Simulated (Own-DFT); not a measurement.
# Shaking the atoms of 4H SiC, 32 atoms (C16Si16)

These are calculations, not measurements. They come from Own-DFT, an in-house plane-wave density functional program, since retired, whose code no person has reviewed. Each row is one single-point run on a periodic cell that was not relaxed, without spin or spin-orbit coupling.

Settings of every run: PBE; PseudoDojo norm-conserving scalar-relativistic files; cutoff 42 hartree; 5 x 5 x 3 k mesh centred on Gamma; Fermi-Dirac smearing of 0.1 eV.

Known limits: forces on such cells passed a denser k mesh, each cell not checked; stress not checked against mesh or cutoff.

Cell vectors in Å: (6.165, 0.000, 0.000); (-3.083, 5.339, 0.000); (0.000, 0.000, 10.068). In each run every atom was moved at random and independently from its ideal site; u is the rms move along one axis. E is the free energy for each atom above the fitted value at u = 0, and F the rms of the force components.

```
run   u (Å)  E (meV/atom)  F (eV/Å)  largest force (eV/Å)  P (GPa)
  1  0.0258          22.1     0.708                  2.12     3.44
  2  0.0292          35.6     0.938                  2.73     3.86
  3  0.0320             ?         ?                     ?        ?
  4  0.0565         108.2     1.649                  7.48     5.43
  5  0.0584         119.5     1.688                  7.23     5.73
  6  0.0628         154.4     1.947                  6.12     6.83
  7  0.0792         231.2     2.547                 10.17     8.18
  8  0.1055         421.2     3.509                 14.74    13.49
```

## Worked fit

For small independent moves the energy grows as E = (3/2) K u², with K the mean stiffness felt by one atom. The runs with u up to 0.11 Å give K = 24.6 ± 1.0 eV/Å², with residuals divided by u² + 0.0006 Å², since the noise grows with the moves. The scatter is 7.0 meV/atom at u = 0.05 Å. The forces follow F = G u with G = 30.7 eV/Å²; no force at u = 0 is resolved. G exceeds K because the moves of its neighbours add to the force on an atom, and stiffness differs between atoms. The pressure follows P = 2.75 + 942 u² GPa: at fixed volume, shortened bonds push harder than stretched ones pull.

## Withheld run

Question: what energy and rms force should run 3 give?

The fit gives 38 ± 4 meV/atom and about 0.98 eV/Å. The calculation gave 39.1 meV/atom and 0.951 eV/Å.
